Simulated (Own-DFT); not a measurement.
# How strain changes the stress of diamond-structure GeSn with randomly placed atoms, 64 atoms (Ge56Sn8)

These are calculations, not measurements. They come from Own-DFT, an in-house plane-wave density functional program, since retired, whose code no person has reviewed. Each row is one single-point run on a periodic cell that was not relaxed, without spin or spin-orbit coupling.

Settings of every run: PBE; PseudoDojo norm-conserving scalar-relativistic files; cutoff 49 hartree; 3 x 3 x 3 k mesh centred on Gamma; Fermi-Dirac smearing of 0.1 eV.

Known limits: forces on such cells moved up to 12 meV/angstrom on a denser k mesh; stress not checked against mesh or cutoff.

Unstrained cell vectors in Å: (11.524, 0.000, 0.000); (0.000, 11.524, 0.000); (0.000, 0.000, 11.524). The unstrained cell has measured lattice constants (interpolated for alloys), not those of this functional. That, the random moves and any unrelaxed bonds set the pressure at no strain. Each run strains this cell uniformly, with the atoms carried along. Every atom was also moved at random, by a Gaussian of width 0.05 Å on each axis. The random placing of the alloy's atoms differs from row to row. Strain is the symmetric tensor, in per cent. Stress is positive in tension, and the pressure is minus a third of its trace.

| run | e_xx (%) | e_yy (%) | e_zz (%) | s_xx (GPa) | s_yy (GPa) | s_zz (GPa) | P (GPa) | E (meV/atom) |
|---|---|---|---|---|---|---|---|---|
| 1 | 0.25 | 0.25 | 0.00 | -4.92 | -4.84 | -4.97 | 4.91 | 36.5 |
| 2 | 2.00 | 2.00 | 0.00 | -2.11 | -1.99 | -3.02 | 2.37 | 7.9 |
| 3 | -2.00 | -2.00 | 0.00 | -8.67 | -8.90 | -7.80 | 8.46 | 69.9 |
| 4 | -1.50 | -1.50 | 0.00 | -8.07 | -8.12 | -7.28 | 7.82 | 75.5 |
| 5 | 1.00 | 1.00 | 0.00 | -3.63 | -3.58 | -4.14 | 3.78 | 24.0 |
| 6 | 1.50 | 1.50 | 0.00 | -2.65 | -2.56 | -3.48 | 2.90 | 3.2 |
| 7 | 2.75 | 2.75 | 0.00 | -1.12 | -1.05 | -2.34 | 1.51 | 7.4 |
| 8 | 2.25 | 2.25 | 0.00 | -1.65 | -1.50 | -2.78 | 1.98 | 0.0 |
| 9 | -0.75 | -0.75 | 0.00 | ? | ? | ? | ? | ? |

E is the free energy for each atom above the lowest run shown.

## Worked fit

The change of volume is close to e_xx + e_yy + e_zz. A straight line through the runs shown gives P = 5.42 - 76 x (fractional change of volume) GPa, with an error of 2 on the slope and a scatter of 0.18 GPa. The strain isn't the same on all axes, but the crystal is cubic, so the slope still estimates the bulk modulus, averaged over pressures from 1.5 to 8.5 GPa.

## Withheld run

Question: what pressure should run 9 give? Its volume changes by -1.49 %.

The line gives 6.6 GPa. The calculation gave 6.54 GPa.
